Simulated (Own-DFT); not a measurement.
# Computed records: GaP (zincblende, strained, atoms displaced), GaN (wurtzite, strained, atoms displaced)

All values are calculated (Own-DFT development build). A calculation, not a measurement: plane-wave PBE density functional theory by an unreviewed code, no spin, of a simulated periodic cell, stress positive in tension, free energy of the whole cell less one offset for each atom, forces on such cells passed a denser k mesh, this cell's mesh not checked; offsets are fitted by least squares, one for each functional and potential file, so energies compare only between cells with the same atoms and settings and are not formation energies; the far tail of each file's local potential was reset to the Coulomb form; each entry is a single point on an unrelaxed cell, so the pressure reflects the starting lattice, mostly measured values (interpolated for alloys), from which strain is counted, and rises with the displacements; printed positions are rounded, which can move forces by about a meV/angstrom; the program, named Own-DFT, is a retired in-house code; no spin-orbit coupling.

Settings shared by all entries: functional PBE.

(1) GaP (zincblende, strained, atoms displaced)

```cif
# cell vector a (Å): 10.8620 0.0000 0.0000
# cell vector b (Å): 0.0000 10.8620 0.0000
# cell vector c (Å): 0.0000 0.0000 10.9439
data_GaP
_symmetry_space_group_name_H-M 'P 1'
_symmetry_Int_Tables_number 1
_cell_length_a 10.8620
_cell_length_b 10.8620
_cell_length_c 10.9439
_cell_angle_alpha 90.000
_cell_angle_beta 90.000
_cell_angle_gamma 90.000
_cell_volume 1291.19
loop_
_atom_site_label
_atom_site_type_symbol
_atom_site_fract_x
_atom_site_fract_y
_atom_site_fract_z
_atom_site_occupancy
Ga1 Ga 0.00237 0.00505 0.00384 1
Ga2 Ga 0.99820 0.24939 0.25003 1
Ga3 Ga 0.25242 0.00230 0.24729 1
Ga4 Ga 0.24907 0.24569 0.99736 1
P1 P 0.12457 0.12083 0.12100 1
P2 P 0.12494 0.37396 0.37324 1
P3 P 0.37533 0.11956 0.37581 1
P4 P 0.37873 0.37545 0.12275 1
Ga5 Ga 0.00153 0.99746 0.50462 1
Ga6 Ga 0.00227 0.25120 0.74622 1
Ga7 Ga 0.25140 0.00056 0.74779 1
Ga8 Ga 0.24713 0.24432 0.49896 1
P5 P 0.12350 0.12628 0.62510 1
P6 P 0.12629 0.37467 0.87773 1
P7 P 0.37161 0.12543 0.86685 1
P8 P 0.37720 0.37724 0.62819 1
Ga9 Ga 0.00395 0.50667 0.00153 1
Ga10 Ga 0.00094 0.75013 0.24323 1
Ga11 Ga 0.24670 0.49992 0.25072 1
Ga12 Ga 0.25246 0.74954 0.00042 1
P9 P 0.12190 0.62558 0.12794 1
P10 P 0.12973 0.87503 0.37454 1
P11 P 0.37803 0.62384 0.37602 1
P12 P 0.37346 0.87751 0.12285 1
Ga13 Ga 0.00284 0.50490 0.49720 1
Ga14 Ga 0.99510 0.74944 0.74665 1
Ga15 Ga 0.25069 0.49792 0.75125 1
Ga16 Ga 0.24895 0.74998 0.49896 1
P13 P 0.12651 0.62324 0.62429 1
P14 P 0.12714 0.87674 0.87345 1
P15 P 0.38093 0.62485 0.87399 1
P16 P 0.37679 0.87531 0.62830 1
Ga17 Ga 0.49735 0.99945 0.99704 1
Ga18 Ga 0.50496 0.25048 0.24491 1
Ga19 Ga 0.75061 0.99989 0.24678 1
Ga20 Ga 0.75018 0.25250 0.00247 1
P17 P 0.62214 0.12862 0.12289 1
P18 P 0.62655 0.37396 0.37355 1
P19 P 0.87384 0.12593 0.37133 1
P20 P 0.88057 0.37852 0.12615 1
Ga21 Ga 0.50133 0.00070 0.50138 1
Ga22 Ga 0.49971 0.24994 0.74919 1
Ga23 Ga 0.74855 0.00249 0.75032 1
Ga24 Ga 0.74817 0.24635 0.49845 1
P21 P 0.62688 0.12118 0.62600 1
P22 P 0.61882 0.37206 0.87722 1
P23 P 0.87726 0.12658 0.87038 1
P24 P 0.88035 0.37360 0.62432 1
Ga25 Ga 0.50086 0.50203 0.00200 1
Ga26 Ga 0.49586 0.75027 0.25028 1
Ga27 Ga 0.74681 0.49886 0.24997 1
Ga28 Ga 0.74882 0.74743 0.00044 1
P25 P 0.62873 0.62668 0.12507 1
P26 P 0.62512 0.87627 0.37947 1
P27 P 0.87626 0.62132 0.37163 1
P28 P 0.87944 0.87722 0.12303 1
Ga29 Ga 0.49948 0.50080 0.50263 1
Ga30 Ga 0.50228 0.75031 0.75351 1
Ga31 Ga 0.75370 0.50245 0.75109 1
Ga32 Ga 0.75216 0.75405 0.50360 1
P29 P 0.61825 0.62678 0.62936 1
P30 P 0.62740 0.88038 0.87454 1
P31 P 0.87181 0.62733 0.87219 1
P32 P 0.87730 0.87226 0.62108 1
```

Here we set potential files PseudoDojo norm-conserving, scalar-relativistic, standard set, wave cutoff 42 hartree, occupations Fermi-Dirac, smearing width 0.1 eV, hardware one NVIDIA H100 and k mesh 3 x 3 x 3 centred on Gamma.

The calculation gives: free energy of cell above offsets -35.003 eV; pressure 3.16 GPa; stress xx -3.32 GPa; stress yy -3.36 GPa; stress zz -2.8 GPa; stress yz 0.15 GPa; stress xz -0.09 GPa; stress xy -0.15 GPa; wall time 523 s.

Force:
| element | x (eV/Å) | y (eV/Å) | z (eV/Å) |
| --- | --- | --- | --- |
| Ga | -0.427 | -0.684 | -1.255 |
| Ga | 0.392 | -0.024 | -0.193 |
| Ga | -0.27 | -0.248 | 0.204 |
| Ga | 0.359 | 0.325 | 0.193 |
| P | 0.424 | 0.996 | 0.953 |
| P | 0.029 | -0.166 | 0.248 |
| P | 0.321 | 0.847 | -0.303 |
| P | -0.771 | -0.104 | 0.216 |
| Ga | 0.033 | 0.32 | -0.921 |
| Ga | 0.003 | 0.15 | 0.549 |
| Ga | -0.383 | -0.241 | -0.166 |
| Ga | 0.515 | 0.627 | -0.034 |
| P | 0.194 | -0.393 | 0.048 |
| P | -0.238 | 0.177 | -0.188 |
| P | 0.407 | -0.041 | 0.746 |
| P | -0.439 | -0.599 | -0.655 |
| Ga | -0.476 | -0.461 | -0.533 |
| Ga | -0.241 | 0.343 | 1.095 |
| Ga | 0.596 | -0.183 | -0.082 |
| Ga | -0.25 | -0.148 | -0.309 |
| P | 1.018 | 0.155 | -0.477 |
| P | -0.567 | 0.08 | -0.289 |
| P | -0.576 | -0.034 | -0.135 |
| P | 0.279 | -0.28 | 0.145 |
| Ga | -0.126 | -0.603 | 0.085 |
| Ga | 0.818 | 0.065 | 0.312 |
| Ga | 0.049 | 0.232 | 0.163 |
| Ga | 0.481 | 0.004 | 0.269 |
| P | -0.007 | 0.25 | 0.269 |
| P | -0.44 | -0.278 | 0.102 |
| P | -0.73 | -0.004 | 0.335 |
| P | -0.07 | -0.23 | -0.411 |
| Ga | 0.003 | 0.47 | -0.111 |
| Ga | -0.758 | 0.087 | 0.788 |
| Ga | -0.314 | -0.041 | 0.14 |
| Ga | 0.318 | 0.066 | -0.376 |
| P | 0.504 | -0.874 | -0.252 |
| P | -0.385 | 0.084 | 0.434 |
| P | 0.236 | -0.505 | 0.488 |
| P | -0.549 | -0.065 | -0.302 |
| Ga | -0.194 | -0.292 | 0.146 |
| Ga | 0.168 | -0.101 | -0.148 |
| Ga | 0.742 | -0.338 | -0.128 |
| Ga | 0.363 | 0.322 | 0.21 |
| P | -0.343 | 0.666 | -0.176 |
| P | 0.916 | 0.468 | -0.18 |
| P | -0.118 | 0.084 | 0.593 |
| P | -0.667 | 0.439 | -0.407 |
| Ga | 0.167 | -0.038 | -0.125 |
| Ga | 0.537 | 0.258 | 0.009 |
| Ga | 0.517 | -0.043 | -0.059 |
| Ga | 0.291 | 0.759 | -0.161 |
| P | -0.636 | -0.055 | 0.264 |
| P | 0.079 | -0.155 | -0.723 |
| P | -0.323 | 0.804 | 0.172 |
| P | -0.618 | -0.202 | -0.148 |
| Ga | 0.226 | -0.243 | -0.243 |
| Ga | -0.169 | 0.568 | 0.047 |
| Ga | -0.747 | -0.786 | -0.304 |
| Ga | -0.445 | -1.008 | -0.56 |
| P | 1.202 | -0.148 | -0.471 |
| P | -0.101 | -0.631 | 0.288 |
| P | 0.552 | -0.082 | 0.549 |
| P | -0.359 | 0.685 | 0.764 |

(2) GaN (wurtzite, strained, atoms displaced)

```cif
# cell vector a (Å): 12.7560 0.0000 0.0000
# cell vector b (Å): -4.7835 8.2853 0.0000
# cell vector c (Å): 0.0000 0.0000 10.3182
data_GaN
_symmetry_space_group_name_H-M 'P 1'
_symmetry_Int_Tables_number 1
_cell_length_a 12.7560
_cell_length_b 9.5670
_cell_length_c 10.3182
_cell_angle_alpha 90.000
_cell_angle_beta 90.000
_cell_angle_gamma 120.000
_cell_volume 1090.50
loop_
_atom_site_label
_atom_site_type_symbol
_atom_site_fract_x
_atom_site_fract_y
_atom_site_fract_z
_atom_site_occupancy
Ga1 Ga 0.08596 0.21783 0.00501 1
Ga2 Ga 0.16244 0.10254 0.25632 1
N1 N 0.08386 0.22669 0.19048 1
N2 N 0.16447 0.10602 0.44632 1
Ga3 Ga 0.07821 0.22194 0.49224 1
Ga4 Ga 0.16725 0.11761 0.74781 1
N3 N 0.08469 0.22067 0.68348 1
N4 N 0.16753 0.11304 0.94986 1
Ga5 Ga 0.08278 0.56318 0.99218 1
Ga6 Ga 0.17303 0.45076 0.23900 1
N5 N 0.08212 0.55168 0.19440 1
N6 N 0.16512 0.44644 0.44642 1
Ga7 Ga 0.08795 0.56063 0.50248 1
Ga8 Ga 0.16034 0.43786 0.75085 1
N7 N 0.08349 0.55105 0.69271 1
N8 N 0.17035 0.45411 0.93722 1
Ga9 Ga 0.09558 0.90026 0.00348 1
Ga10 Ga 0.16738 0.78499 0.25328 1
N9 N 0.07467 0.88968 0.18389 1
N10 N 0.17116 0.78710 0.44563 1
Ga11 Ga 0.07806 0.88847 0.50235 1
Ga12 Ga 0.16379 0.77524 0.75462 1
N11 N 0.08160 0.87866 0.68247 1
N12 N 0.15813 0.77009 0.94847 1
Ga13 Ga 0.33256 0.21328 0.00338 1
Ga14 Ga 0.41063 0.11257 0.25139 1
N13 N 0.32937 0.21135 0.19131 1
N14 N 0.42001 0.12196 0.42982 1
Ga15 Ga 0.33575 0.22541 0.49451 1
Ga16 Ga 0.41552 0.10686 0.75048 1
N15 N 0.33202 0.23351 0.68970 1
N16 N 0.40960 0.10009 0.94053 1
Ga17 Ga 0.32940 0.55608 0.00063 1
Ga18 Ga 0.42582 0.44701 0.24592 1
N17 N 0.33254 0.55659 0.19585 1
N18 N 0.41318 0.45000 0.43973 1
Ga19 Ga 0.33676 0.55872 0.50551 1
Ga20 Ga 0.41529 0.44354 0.75311 1
N19 N 0.33828 0.55713 0.68301 1
N20 N 0.41510 0.43896 0.93769 1
Ga21 Ga 0.33354 0.88503 0.00146 1
Ga22 Ga 0.41809 0.77554 0.24633 1
N21 N 0.32789 0.88321 0.18447 1
N22 N 0.42228 0.78317 0.43291 1
Ga23 Ga 0.32832 0.89029 0.50904 1
Ga24 Ga 0.40873 0.76975 0.74460 1
N23 N 0.33265 0.88742 0.68928 1
N24 N 0.42249 0.79184 0.94319 1
Ga25 Ga 0.59072 0.22002 0.01163 1
Ga26 Ga 0.65962 0.10861 0.24333 1
N25 N 0.57913 0.22192 0.18557 1
N26 N 0.66363 0.11059 0.43820 1
Ga27 Ga 0.58082 0.22045 0.49550 1
Ga28 Ga 0.66658 0.10633 0.74997 1
N27 N 0.58329 0.22377 0.68376 1
N28 N 0.67032 0.11525 0.93414 1
Ga29 Ga 0.58604 0.55425 0.00286 1
Ga30 Ga 0.65762 0.43154 0.25337 1
N29 N 0.58383 0.55806 0.19789 1
N30 N 0.67143 0.44514 0.43991 1
Ga31 Ga 0.58123 0.55606 0.49939 1
Ga32 Ga 0.66648 0.44484 0.75021 1
N31 N 0.58150 0.55390 0.68797 1
N32 N 0.66495 0.44972 0.94361 1
Ga33 Ga 0.57467 0.87857 0.00746 1
Ga34 Ga 0.65861 0.77414 0.24895 1
N33 N 0.58834 0.89763 0.18512 1
N34 N 0.67060 0.78083 0.44358 1
Ga35 Ga 0.59239 0.90203 0.49274 1
Ga36 Ga 0.66712 0.77703 0.75499 1
N35 N 0.58106 0.89131 0.68997 1
N36 N 0.67131 0.77691 0.94219 1
Ga37 Ga 0.83034 0.21848 0.00291 1
Ga38 Ga 0.90664 0.09893 0.25053 1
N37 N 0.83512 0.21471 0.19040 1
N38 N 0.92107 0.11916 0.43305 1
Ga39 Ga 0.83109 0.22152 0.50612 1
Ga40 Ga 0.91593 0.10322 0.75379 1
N39 N 0.82800 0.22674 0.68314 1
N40 N 0.91954 0.11773 0.93640 1
Ga41 Ga 0.83651 0.56544 0.00020 1
Ga42 Ga 0.92024 0.44374 0.24659 1
N41 N 0.83605 0.56412 0.19217 1
N42 N 0.91731 0.44756 0.43145 1
Ga43 Ga 0.83238 0.55901 0.49293 1
Ga44 Ga 0.91722 0.44476 0.75056 1
N43 N 0.82881 0.56123 0.68614 1
N44 N 0.92127 0.44358 0.93927 1
Ga45 Ga 0.83555 0.89228 0.99532 1
Ga46 Ga 0.90968 0.76994 0.25655 1
N45 N 0.82905 0.88711 0.18384 1
N46 N 0.91029 0.76480 0.43762 1
Ga47 Ga 0.83210 0.88179 0.50309 1
Ga48 Ga 0.91944 0.78525 0.75539 1
N47 N 0.83270 0.89337 0.69381 1
N48 N 0.91387 0.77151 0.93510 1
```

It was run with potential files PseudoDojo norm-conserving, scalar-relativistic, standard set with the stringent files for Ga, wave cutoff 96 hartree, occupations Gaussian, smearing width 0.01 eV and k mesh 3 x 4 x 3 centred on Gamma.

It finds free energy of cell above offsets -4.251 eV; pressure 8.24 GPa; stress xx -6.77 GPa; stress yy -8.13 GPa; stress zz -9.83 GPa; stress yz -0.58 GPa; stress xz -0.13 GPa; stress xy -0.19 GPa.

Force:
| element | x (eV/Å) | y (eV/Å) | z (eV/Å) |
| --- | --- | --- | --- |
| Ga | -1.409 | 1.241 | 0.058 |
| Ga | -0.782 | 0.974 | -0.262 |
| N | 0.284 | -0.918 | 0.361 |
| N | -0.176 | 0.604 | -0.93 |
| Ga | 1.265 | 0.874 | 0.637 |
| Ga | 0.586 | -0.976 | 0.298 |
| N | -1.086 | -0.261 | 0.572 |
| N | 0.382 | 0.14 | -2.29 |
| Ga | 0.608 | -2.661 | 2.303 |
| Ga | -1.736 | -1.166 | 2.314 |
| N | 0.329 | 1.572 | -1.346 |
| N | 1.031 | 0.264 | -1.173 |
| Ga | -0.917 | -0.51 | -0.545 |
| Ga | 1.249 | 0.235 | -0.442 |
| N | -0.51 | 0.81 | -0.261 |
| N | -0.261 | -1.154 | 0.205 |
| Ga | -1.911 | -1.611 | -0.263 |
| Ga | -0.396 | -1.202 | -0.1 |
| N | 0.925 | -0.442 | 1.686 |
| N | -0.99 | -0.681 | -0.953 |
| Ga | 0.433 | -0.587 | -0.663 |
| Ga | 0.1 | -0.204 | -0.054 |
| N | -0.485 | 1.33 | 1.934 |
| N | 1.31 | 2.853 | -2.013 |
| Ga | 0.119 | 1.061 | -0.25 |
| Ga | 1.387 | -1.702 | -0.951 |
| N | -1.067 | 1.746 | -0.286 |
| N | -0.133 | -1.165 | 1.796 |
| Ga | -0.794 | 0.37 | 1 |
| Ga | -0.101 | 1.294 | 0.167 |
| N | 1.119 | -2.054 | -0.625 |
| N | 0.944 | 1.045 | -0.287 |
| Ga | 1.293 | 0.297 | 0.06 |
| Ga | -2.862 | -1.347 | 1.131 |
| N | 2.132 | 0.103 | -1.786 |
| N | 1.503 | -0.725 | -0.971 |
| Ga | -1.222 | 0.408 | -1.992 |
| Ga | 0.478 | 0.889 | -0.272 |
| N | -1.134 | -0.566 | 2.17 |
| N | -0.218 | 0.589 | 1.406 |
| Ga | -1.138 | 0.084 | -0.026 |
| Ga | -0.95 | 0.812 | 0.797 |
| N | 0.69 | 0.756 | 1.086 |
| N | -0.622 | 0.151 | 0.977 |
| Ga | 1.813 | 0.59 | -2.003 |
| Ga | 1.464 | 1.103 | 0.841 |
| N | -0.755 | -0.11 | 0.923 |
| N | -0.681 | -2.655 | -1.466 |
| Ga | -1.267 | 0.466 | -3.653 |
| Ga | 1.465 | 1.324 | 1.485 |
| N | -0.111 | -0.676 | 1.779 |
| N | 0.45 | 1.437 | -1.302 |
| Ga | 0.381 | 0.546 | 0.842 |
| Ga | -0.972 | 0.699 | -0.386 |
| N | -0.287 | -0.542 | 0.686 |
| N | -0.358 | -0.9 | 1.256 |
| Ga | -1.193 | 0.296 | -0.012 |
| Ga | 1.392 | 2.142 | 0.13 |
| N | 0.959 | -0.347 | -1.509 |
| N | -1.892 | -0.592 | -0.558 |
| Ga | 0.295 | -0.193 | 0.344 |
| Ga | -0.206 | -0.204 | 0.054 |
| N | 0.017 | 0.396 | 0.299 |
| N | 1.528 | -1.436 | -0.346 |
| Ga | 2.32 | 1.551 | -2.062 |
| Ga | 1.586 | 1.292 | 0.749 |
| N | -0.726 | -1.589 | 0.992 |
| N | -0.577 | -0.285 | -1.063 |
| Ga | -0.832 | -2.211 | 1.577 |
| Ga | -0.978 | -0.287 | -0.665 |
| N | 0.466 | -0.916 | -0.426 |
| N | -1.528 | -0.066 | 0.111 |
| Ga | 0.711 | 0.709 | -0.232 |
| Ga | 1.381 | 0.9 | -0.216 |
| N | -2.143 | 0.825 | -0.508 |
| N | -1.327 | -1.986 | 1.058 |
| Ga | 0.242 | 0.874 | -2.337 |
| Ga | -0.52 | 2.188 | -0.868 |
| N | 1.407 | -0.502 | 1.827 |
| N | 0.429 | -0.482 | 0.614 |
| Ga | 0.297 | -1.736 | 0.576 |
| Ga | -0.782 | -0.388 | 0.195 |
| N | -0.334 | -2.6 | -0.9 |
| N | 0.215 | -0.193 | 1.505 |
| Ga | 1.277 | -2.207 | 1.7 |
| Ga | -1.14 | 0.208 | -0.279 |
| N | 1.244 | 0.001 | 0.189 |
| N | -1.641 | -0.314 | 0.015 |
| Ga | 0.526 | -0.025 | 0.639 |
| Ga | -0.271 | 1.594 | -1.407 |
| N | 0.106 | -0.9 | 0.572 |
| N | 0.095 | 3.146 | 0.407 |
| Ga | 0.174 | 1.268 | -0.07 |
| Ga | 0.054 | -1.169 | -1.264 |
| N | 0.385 | -0.972 | -0.862 |
| N | 0.574 | 2.359 | 0.815 |

(3) GaP (zincblende, strained, atoms displaced)

```cif
# cell vector a (Å): 10.8620 0.0000 0.0000
# cell vector b (Å): 0.0000 10.8620 0.0000
# cell vector c (Å): 0.0000 0.0000 10.9439
data_GaP
_symmetry_space_group_name_H-M 'P 1'
_symmetry_Int_Tables_number 1
_cell_length_a 10.8620
_cell_length_b 10.8620
_cell_length_c 10.9439
_cell_angle_alpha 90.000
_cell_angle_beta 90.000
_cell_angle_gamma 90.000
_cell_volume 1291.19
loop_
_atom_site_label
_atom_site_type_symbol
_atom_site_fract_x
_atom_site_fract_y
_atom_site_fract_z
_atom_site_occupancy
Ga1 Ga 0.99922 0.99838 0.00130 1
Ga2 Ga 0.99593 0.24807 0.24840 1
Ga3 Ga 0.25095 0.99942 0.25298 1
Ga4 Ga 0.24885 0.24776 0.00168 1
P1 P 0.12612 0.12217 0.12146 1
P2 P 0.12466 0.37872 0.37022 1
P3 P 0.37750 0.12242 0.37646 1
P4 P 0.37493 0.37608 0.12675 1
Ga5 Ga 0.00442 0.99834 0.50036 1
Ga6 Ga 0.00041 0.25025 0.75010 1
Ga7 Ga 0.24928 0.99555 0.75029 1
Ga8 Ga 0.24831 0.24789 0.50347 1
P5 P 0.12275 0.12860 0.62439 1
P6 P 0.12552 0.37177 0.87574 1
P7 P 0.37274 0.12377 0.87555 1
P8 P 0.37461 0.37245 0.62597 1
Ga9 Ga 0.00016 0.50187 0.00372 1
Ga10 Ga 0.00256 0.74710 0.24771 1
Ga11 Ga 0.25394 0.50177 0.24849 1
Ga12 Ga 0.24824 0.75279 0.00161 1
P9 P 0.12340 0.62326 0.12796 1
P10 P 0.12336 0.87812 0.38018 1
P11 P 0.37849 0.62491 0.36951 1
P12 P 0.37268 0.87492 0.12342 1
Ga13 Ga 0.99411 0.49845 0.49820 1
Ga14 Ga 0.99606 0.75075 0.74927 1
Ga15 Ga 0.24776 0.49948 0.74909 1
Ga16 Ga 0.25344 0.74575 0.49883 1
P13 P 0.13261 0.62843 0.62616 1
P14 P 0.12195 0.87697 0.87291 1
P15 P 0.37929 0.62605 0.87600 1
P16 P 0.37490 0.87386 0.62228 1
Ga17 Ga 0.49916 0.99577 0.00254 1
Ga18 Ga 0.49934 0.24766 0.24784 1
Ga19 Ga 0.75269 0.00192 0.25020 1
Ga20 Ga 0.75198 0.24894 0.99882 1
P17 P 0.62584 0.12433 0.12360 1
P18 P 0.62576 0.37830 0.37116 1
P19 P 0.87525 0.12528 0.37433 1
P20 P 0.87876 0.37212 0.12445 1
Ga21 Ga 0.50459 0.99701 0.49895 1
Ga22 Ga 0.49838 0.24811 0.74813 1
Ga23 Ga 0.74733 0.00006 0.75121 1
Ga24 Ga 0.74785 0.25062 0.50343 1
P21 P 0.62353 0.12709 0.62930 1
P22 P 0.62873 0.37682 0.87755 1
P23 P 0.87829 0.12160 0.87497 1
P24 P 0.87423 0.37455 0.62363 1
Ga25 Ga 0.49832 0.50197 0.00128 1
Ga26 Ga 0.50123 0.75278 0.25182 1
Ga27 Ga 0.75368 0.50003 0.25099 1
Ga28 Ga 0.74792 0.74618 0.99887 1
P25 P 0.62659 0.62347 0.12500 1
P26 P 0.62477 0.87686 0.37496 1
P27 P 0.87908 0.62221 0.37735 1
P28 P 0.87341 0.87562 0.12198 1
Ga29 Ga 0.49814 0.49411 0.49559 1
Ga30 Ga 0.50379 0.75038 0.74944 1
Ga31 Ga 0.75051 0.50003 0.75144 1
Ga32 Ga 0.75355 0.74801 0.49617 1
P29 P 0.62306 0.62651 0.62714 1
P30 P 0.63017 0.87633 0.87070 1
P31 P 0.87634 0.62442 0.87127 1
P32 P 0.87382 0.87316 0.62519 1
```

It was run with potential files PseudoDojo norm-conserving, scalar-relativistic, standard set, wave cutoff 42 hartree, occupations Fermi-Dirac, smearing width 0.1 eV, hardware one NVIDIA H100 and k mesh 3 x 3 x 3 centred on Gamma.

Results for GaP (zincblende, strained, atoms displaced): free energy of cell above offsets -35.252 eV; pressure 3.09 GPa; stress xx -3.26 GPa; stress yy -3.29 GPa; stress zz -2.71 GPa; stress yz 0.21 GPa; stress xz 0.36 GPa; stress xy -0.15 GPa; wall time 523.1 s.

Force:
| element | x (eV/Å) | y (eV/Å) | z (eV/Å) |
| --- | --- | --- | --- |
| Ga | 0.17 | 0.025 | -0.16 |
| Ga | 0.844 | -0.061 | 0.08 |
| Ga | -0.168 | 0.082 | -0.151 |
| Ga | 0.267 | 0.23 | -0.114 |
| P | -0.217 | 0.055 | 0.759 |
| P | 0.053 | -0.526 | 0.445 |
| P | -0.12 | 0.3 | 0.076 |
| P | 0.001 | -0.319 | -0.403 |
| Ga | -0.831 | 0.475 | 0.406 |
| Ga | -0.232 | 0.047 | 0.066 |
| Ga | 0.021 | 0.511 | -0.32 |
| Ga | 0.085 | 0.372 | -0.735 |
| P | 0.206 | -0.686 | 0.32 |
| P | -0.108 | 0.525 | 0.13 |
| P | 0.308 | -0.157 | -0.001 |
| P | -0.091 | 0.263 | -0.183 |
| Ga | 0.017 | -0.289 | -0.614 |
| Ga | -0.37 | 0.7 | 0.449 |
| Ga | -0.343 | -0.135 | 0.104 |
| Ga | -0.158 | -0.424 | -0.448 |
| P | 0.607 | 0.223 | -0.461 |
| P | 0.567 | -0.944 | -0.81 |
| P | -0.153 | -0.011 | 0.537 |
| P | 0.172 | -0.128 | 0.574 |
| Ga | 1.26 | -0.058 | 0.552 |
| Ga | 0.631 | -0.078 | -0.137 |
| Ga | 0.461 | -0.042 | 0.419 |
| Ga | 0.037 | 0.393 | -0.318 |
| P | -1.254 | -0.467 | -0.197 |
| P | 0.029 | -0.457 | 0.267 |
| P | -0.66 | 0.111 | -0.126 |
| P | 0.264 | 0.001 | 0.224 |
| Ga | 0.25 | 0.33 | -0.563 |
| Ga | 0.128 | 0.13 | 0.199 |
| Ga | -0.227 | -0.128 | -0.121 |
| Ga | 0.064 | -0.071 | -0.041 |
| P | -0.023 | -0.056 | 0.013 |
| P | 0.051 | -0.745 | 0.192 |
| P | -0.048 | -0.075 | 0.557 |
| P | -0.595 | 0.351 | -0.077 |
| Ga | -0.366 | 0.395 | 0.472 |
| Ga | 0.04 | 0.373 | 0.796 |
| Ga | 0.685 | 0.303 | -0.367 |
| Ga | -0.039 | -0.034 | -0.506 |
| P | 0.189 | -0.439 | -0.574 |
| P | -0.601 | -0.302 | -0.212 |
| P | -0.329 | 0.309 | -0.138 |
| P | -0.015 | 0.022 | 0.414 |
| Ga | 0.284 | -0.314 | -0.027 |
| Ga | 0.117 | -0.049 | -0.562 |
| Ga | 0.101 | -0.021 | -0.314 |
| Ga | 0.268 | 0.238 | -0.203 |
| P | -0.113 | 0.191 | 0.323 |
| P | 0.653 | -0.287 | -0.197 |
| P | -0.42 | 0.561 | -0.693 |
| P | 0.05 | -0.5 | 0.403 |
| Ga | 0.121 | 0.552 | 0.514 |
| Ga | -0.402 | 0.278 | 0.074 |
| Ga | -0.145 | 0.01 | -0.343 |
| Ga | -0.471 | 0.033 | 0.377 |
| P | 0.326 | -0.561 | -0.781 |
| P | -0.785 | -0.37 | 0.83 |
| P | 0.016 | -0.117 | 0.621 |
| P | -0.057 | 0.461 | -0.299 |
